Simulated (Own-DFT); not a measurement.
# Computed records: Al3GaAs4 (zincblende random alloy, atoms displaced)

A calculation, not a measurement: plane-wave PBE density functional theory by an unreviewed code, no spin, of a simulated periodic cell, stress positive in tension, free energy of the whole cell less one offset for each atom, forces on such cells passed a denser k mesh, this cell's mesh not checked; offsets are fitted by least squares, one for each functional and potential file, so energies compare only between cells with the same atoms and settings and are not formation energies; the far tail of each file's local potential was reset to the Coulomb form; each entry is a single point on an unrelaxed cell, so the pressure reflects the starting lattice, mostly measured values, from which strain is counted, and rises with the displacements; printed positions are rounded, which can move forces by about a meV/angstrom; the program is a retired in-house code; no spin-orbit coupling; before rounding, a Quantum ESPRESSO 7.3.1 run of the same cell and cutoff gave forces within 1 meV/angstrom rms on each cell, which checks the program and not the settings. Program: Own-DFT development build.

Al3GaAs4 (zincblende random alloy, atoms displaced)

```
CELL_PARAMETERS angstrom
11.31830 0.00000 0.00000
0.00000 11.31830 0.00000
0.00000 0.00000 11.31830
ATOMIC_POSITIONS crystal
Al 0.00053 0.99820 0.00031
Al 0.00206 0.25440 0.24992
Al 0.25362 0.99821 0.25097
Al 0.24828 0.24677 0.99913
As 0.12338 0.12512 0.12255
As 0.12312 0.37522 0.37817
As 0.37938 0.12995 0.37838
As 0.37560 0.37305 0.12636
Ga 0.00187 0.00138 0.49832
Ga 0.00077 0.24913 0.75348
Al 0.25027 0.99535 0.74738
Al 0.24879 0.25208 0.50087
As 0.12690 0.11896 0.62630
As 0.12254 0.37521 0.87799
As 0.37934 0.12832 0.87294
As 0.37819 0.37141 0.62375
Al 0.00109 0.49608 0.99843
Al 0.99946 0.74578 0.25389
Ga 0.25181 0.49668 0.24411
Ga 0.24827 0.74860 0.99962
As 0.12321 0.62404 0.12572
As 0.12478 0.87538 0.37149
As 0.37716 0.62324 0.37291
As 0.37887 0.87753 0.12301
Ga 0.00216 0.49874 0.49856
Al 0.99807 0.75178 0.75573
Al 0.24818 0.49666 0.75102
Ga 0.25086 0.74817 0.49862
As 0.12488 0.62274 0.63297
As 0.12260 0.87677 0.87396
As 0.38133 0.61954 0.87678
As 0.37347 0.87878 0.62546
Al 0.50279 0.00426 0.99691
Al 0.50157 0.25206 0.25085
Al 0.75090 0.99632 0.25044
Ga 0.74888 0.24607 0.99734
As 0.62766 0.12636 0.13089
As 0.62933 0.37355 0.37217
As 0.87323 0.12619 0.37403
As 0.87608 0.37452 0.12945
Ga 0.50177 0.00005 0.49714
Al 0.50045 0.24484 0.74987
Al 0.74840 0.00010 0.75103
Al 0.75156 0.24710 0.49566
As 0.62862 0.12311 0.62379
As 0.62326 0.37718 0.87503
As 0.87464 0.12363 0.87945
As 0.87429 0.37562 0.62541
Al 0.50000 0.50556 0.99383
Al 0.49898 0.75027 0.25594
Al 0.74794 0.50332 0.25461
Al 0.75271 0.74929 0.00273
As 0.62957 0.62174 0.12145
As 0.62575 0.87467 0.37952
As 0.87903 0.62526 0.37656
As 0.86849 0.87230 0.12415
Al 0.49637 0.50051 0.49886
Al 0.49800 0.74892 0.75042
Al 0.75187 0.50281 0.75027
Al 0.74899 0.74942 0.49549
As 0.62751 0.62307 0.62494
As 0.62357 0.87469 0.87293
As 0.87538 0.62604 0.87762
As 0.87854 0.87327 0.62742
```

```
functional                        : PBE
potential files                   : PseudoDojo norm-conserving, scalar-relativistic, standard set
wave cutoff                       : 42 hartree
occupations                       : Fermi-Dirac
smearing width                    : 0.1 eV
k mesh                            : 3 x 3 x 3 centred on Gamma
free energy of cell above offsets : -20.059 eV
pressure                          : 2.99 GPa
stress xx                         : -2.99 GPa
stress yy                         : -3 GPa
stress zz                         : -2.97 GPa
stress yz                         : 0.23 GPa
stress xz                         : 0.07 GPa
stress xy                         : 0.36 GPa
```

Force:
```csv
element,x (eV/Å),y (eV/Å),z (eV/Å)
Al,-0.311,-0.035,0.343
Al,-0.128,-0.532,0.03
Al,0.04,0.507,-0.176
Al,0.273,0.268,0.051
As,0.204,-0.241,0.566
As,0.572,-0.002,-0.478
As,-0.517,-0.315,-0.389
As,0.27,-0.002,-0.798
Ga,-0.316,-0.202,0.072
Ga,-0.171,-0.158,-0.389
Al,0.085,0.549,0.65
Al,-0.001,-0.335,0.231
As,-0.07,0.779,-0.054
As,0.566,-0.306,-0.28
As,-0.855,-0.616,0.149
As,-0.336,0.256,0.3
Al,-0.502,0.348,0.565
Al,0.005,0.556,-0.621
Ga,-0.302,0.192,0.538
Ga,0.303,0.082,0.052
As,0.027,-0.076,-0.164
As,0.113,-0.151,0.212
As,-0.525,-0.081,0.053
As,-0.062,-0.264,0.07
Ga,-0.142,0.201,0.738
Al,0.106,-0.311,-0.382
Al,0.563,-0.191,0.057
Ga,-0.235,0.004,0.276
As,-0.081,0.394,-0.586
As,0.432,-0.152,0.212
As,-1.421,0.925,-0.831
As,0.45,-0.73,-0.376
Al,0.187,-0.077,0.371
Al,0.043,-0.03,-0.046
Al,-0.125,0.259,0.194
Ga,-0.009,0.648,0.539
As,-0.283,-0.29,-0.433
As,-0.542,0.29,0.55
As,0.57,-0.322,-0.358
As,-0.402,0.291,-0.444
Ga,-0.139,0.186,0.539
Al,0.583,0.603,-0.369
Al,0.429,-0.183,-0.1
Al,-0.092,0.385,0.595
As,-0.17,0.19,-0.023
As,0.22,-0.323,-0.298
As,0.077,-0.223,-0.538
As,0.048,-0.276,-0.09
Al,0.55,-1.135,1.319
Al,0.478,0.03,-0.914
Al,0.548,-0.207,-0.47
Al,-0.63,-0.034,-0.605
As,-0.642,0.446,0.572
As,-0.052,-0.003,-0.644
As,-0.503,-0.16,0.093
As,1.116,0.173,0.401
Al,0.713,-0.321,0.101
Al,0.191,0.066,-0.332
Al,-0.037,-0.295,0.149
Al,0.485,-0.071,0.874
As,-0.42,0.273,-0.226
As,0.183,-0.189,0.319
As,0.074,-0.216,0.013
As,-0.48,0.156,-0.381
```
